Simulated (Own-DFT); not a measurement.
# Response to strain: wurtzite AlGaN with randomly placed atoms, 72 atoms (Al27Ga9N36)

Calculated results; nothing here was measured. They come from Own-DFT, an in-house plane-wave density functional program, since retired, whose code no person has reviewed. Each row is one single-point run on a periodic cell that was not relaxed, without spin or spin-orbit coupling.

Settings of every run: PBE; PseudoDojo norm-conserving scalar-relativistic files (stringent for Ga); cutoff 96 hartree; 4 x 4 x 3 k mesh centred on Gamma; Gaussian smearing of 0.01 eV.

Known limits: forces on such cells passed a denser k mesh, each cell not checked; stress not checked against mesh or cutoff.

Unstrained cell vectors in Å: (9.394, 0.000, 0.000); (-4.697, 8.135, 0.000); (0.000, 0.000, 10.066). The unstrained cell has measured lattice constants (interpolated for alloys), not those of this functional. That, the random moves and any unrelaxed bonds set the pressure at no strain. Each run strains this cell uniformly, with the atoms carried along. Every atom was also moved at random, by a Gaussian of width 0.05 Å on each axis. The random placing of the alloy's atoms differs from row to row. Strain is the symmetric tensor, in per cent. Stress is positive in tension, and the pressure is minus a third of its trace.

| run | e_xx (%) | e_yy (%) | e_zz (%) | s_xx (GPa) | s_yy (GPa) | s_zz (GPa) | P (GPa) | E (meV/atom) |
|---|---|---|---|---|---|---|---|---|
| 1 | 3.00 | 3.00 | 0.00 | 8.44 | 8.43 | -1.84 | -5.01 | 10.0 |
| 2 | 0.50 | 0.50 | 0.00 | -2.25 | -3.38 | -6.79 | 4.14 | 2.6 |
| 3 | -0.25 | -0.25 | 0.00 | -7.44 | -7.37 | -6.92 | 7.24 | 7.7 |
| 4 | 2.75 | 2.75 | 0.00 | 7.72 | 6.23 | -1.34 | -4.20 | 5.9 |
| 5 | -2.50 | -2.50 | 0.00 | -24.16 | -22.40 | -9.48 | 18.68 | 62.9 |
| 6 | -2.25 | -2.25 | 0.00 | -19.94 | -22.74 | -10.34 | 17.68 | 61.7 |
| 7 | 2.50 | 2.50 | 0.00 | 7.32 | 7.03 | -4.46 | -3.29 | 0.0 |
| 8 | 2.25 | 2.25 | 0.00 | 5.19 | 5.39 | -4.65 | -1.98 | 10.8 |
| 9 | -1.25 | -1.25 | 0.00 | ? | ? | ? | ? | ? |

E is the free energy for each atom above the lowest run shown.

## Worked fit

The change of volume is close to e_xx + e_yy + e_zz. A straight line through the runs shown gives P = 7.48 - 214 x (fractional change of volume) GPa, with an error of 7 on the slope and a scatter of 0.86 GPa. The strain isn't the same on all axes and the cell isn't cubic, so the slope belongs to this path and is not the bulk modulus.

## Withheld run

Question: what pressure should run 9 give? Its volume changes by -2.48 %.

The line gives 12.8 GPa. The calculation gave 12.05 GPa.
